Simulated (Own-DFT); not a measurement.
# Response to strain: C40 NbSi2, 36 atoms (Nb12Si24)

Calculated, not measured: single-point runs of Own-DFT, a retired in-house plane-wave DFT program that no person has reviewed, on unrelaxed cells, without spin or spin-orbit coupling.

Method: PBEsol; PseudoDojo norm-conserving scalar-relativistic files, made for PBE; cutoff 42 hartree; 4 x 4 x 5 k mesh centred on Gamma; cold (Marzari-Vanderbilt) smearing of 0.2 eV.

Limits: forces on such cells failed a check on a denser k mesh; stress not checked against mesh or cutoff.

Unstrained cell vectors in Å: (0.000, 8.324, 0.000); (-9.613, 0.000, 0.000); (0.000, 0.000, 6.586). The unstrained cell was taken from the Materials Project. The random moves and any unrelaxed bonds add to the pressure at no strain. The cell is deformed uniformly in each run, and the atoms keep their fractional places. Random moves of width 0.05 Å per axis were added to every atom. Stress is counted positive in tension, P = -(s_xx + s_yy + s_zz)/3, and strain components are those of the symmetric tensor.

| run | e_xx (%) | e_yy (%) | e_zz (%) | e_yz (%) | e_xz (%) | e_xy (%) | s_xx (GPa) | s_yy (GPa) | s_zz (GPa) | s_yz (GPa) | s_xz (GPa) | s_xy (GPa) | P (GPa) | E (meV/atom) |
|---|---|---|---|---|---|---|---|---|---|---|---|---|---|---|
| 1 | 0.53 | -1.43 | -1.55 | 0.94 | 1.20 | 0.45 | 1.69 | -4.73 | -8.37 | 2.94 | 4.69 | 1.00 | 3.80 | 0.0 |
| 2 | 1.89 | -1.75 | 1.19 | 0.26 | -1.30 | -0.59 | 8.23 | -3.35 | 4.29 | 1.70 | -3.94 | -1.54 | -3.06 | 18.4 |
| 3 | 0.19 | -1.91 | -1.24 | 1.88 | 1.59 | 0.57 | -0.55 | -7.80 | -8.61 | 6.79 | 4.40 | 1.43 | 5.65 | 33.2 |
| 4 | -0.37 | 0.38 | 1.09 | -0.82 | -1.94 | -0.93 | 0.78 | 3.17 | 3.88 | -2.75 | -6.30 | -2.77 | -2.61 | 20.0 |
| 5 | -1.30 | -0.27 | 0.52 | 1.55 | -1.40 | 1.22 | -3.54 | -0.05 | 0.96 | 4.16 | -4.08 | 3.68 | 0.88 | 7.9 |
| 6 | -0.28 | -1.72 | -1.88 | 0.59 | -1.18 | -1.40 | -3.16 | -7.54 | -11.59 | 2.32 | -4.63 | -4.56 | 7.43 | 26.2 |
| 7 | 0.12 | -0.35 | 1.26 | -1.92 | 1.48 | 1.79 | 2.44 | 1.81 | 4.70 | -5.47 | 4.65 | 5.05 | -2.98 | 9.1 |
| 8 | 0.03 | 0.40 | -0.20 | 0.94 | 1.09 | 0.15 | 1.43 | 3.14 | -0.93 | 3.16 | 3.23 | 0.85 | -1.21 | 1.3 |
| 9 | -1.76 | 0.53 | 0.02 | 0.16 | -0.71 | -1.03 | -4.98 | 2.24 | -0.95 | 1.13 | -2.92 | -3.05 | 1.23 | 3.5 |
| 10 | 0.85 | -0.38 | 1.92 | -1.45 | -0.26 | -1.52 | 5.43 | 2.15 | 8.66 | -3.98 | -1.42 | -4.15 | -5.41 | 5.1 |
| 11 | -1.47 | 1.97 | 0.83 | 1.32 | -1.18 | -0.85 | -2.32 | 7.25 | 3.11 | 3.42 | -3.55 | -2.74 | -2.68 | 24.1 |
| 12 | -0.08 | -1.45 | 1.77 | 1.80 | -1.49 | -0.62 | 1.28 | -3.03 | 6.50 | 4.75 | -4.10 | -1.60 | -1.58 | 13.0 |
| 13 | -1.57 | 1.21 | 0.66 | 1.22 | -0.02 | 0.23 | -3.52 | 5.33 | 2.26 | 3.61 | -0.77 | 0.44 | -1.35 | 12.0 |
| 14 | 0.64 | 1.31 | -0.65 | -0.98 | 1.76 | 1.94 | 3.85 | 6.20 | -1.91 | -2.82 | 5.89 | 5.17 | -2.71 | 12.1 |
| 15 | 0.59 | -0.64 | -1.35 | -2.00 | -1.24 | 0.09 | 1.92 | -1.77 | -7.40 | -6.83 | -4.87 | -0.03 | 2.42 | 18.8 |
| 16 | 0.39 | -1.83 | -1.94 | 1.03 | 1.31 | -1.96 | -1.27 | -6.82 | -10.86 | 3.90 | 4.18 | -6.11 | 6.32 | 21.4 |
| 17 | -1.48 | 1.05 | -1.85 | 1.12 | 0.64 | 1.35 | ? | ? | ? | ? | ? | ? | ? | ? |

The last column gives the free energy per atom over the lowest of the runs shown.

## What the rows give

Least squares on the runs shown: each stress against a constant and the strains, taken as fractions with shears doubled. Shear strains stay in the fit of a normal stress only where such slopes are resolved. The slopes, in GPa:

```
stress,at no strain,per e_xx,per e_yy,per e_zz,scatter
s_xx,1.1,383 ± 13,75 ± 11,86 ± 8,0.40
s_yy,1.2,80 ± 17,383 ± 14,84 ± 11,0.54
s_zz,-0.8,67 ± 14,86 ± 12,465 ± 9,0.44
```

The slope of each shear stress on twice its own strain, from a fit on all six strains: yz 151 ± 6, xz 157 ± 7, xy 145 ± 3 GPa. These are stiffnesses along x, y and z of the frame in which the cell vectors are given, which need not be the crystal's axes. The atoms are held to the strained lattice; where symmetry lets them move under strain, relaxing them would lower some slopes. Slopes across the diagonal should nearly agree, so their difference gauges the noise. A ninth of the table's sum, 190 ± 5 GPa, estimates the bulk modulus near the mean pressure of these runs, 0.3 GPa.

## Test on the hidden row

Question: what normal stresses and pressure should run 17 give?

From the fit: s_xx = -5.3, s_yy = 2.5, s_zz = -9.5 and P = 4.1 GPa. The hidden result is -5.08, 2.29, -9.10 and P = 3.96 GPa.
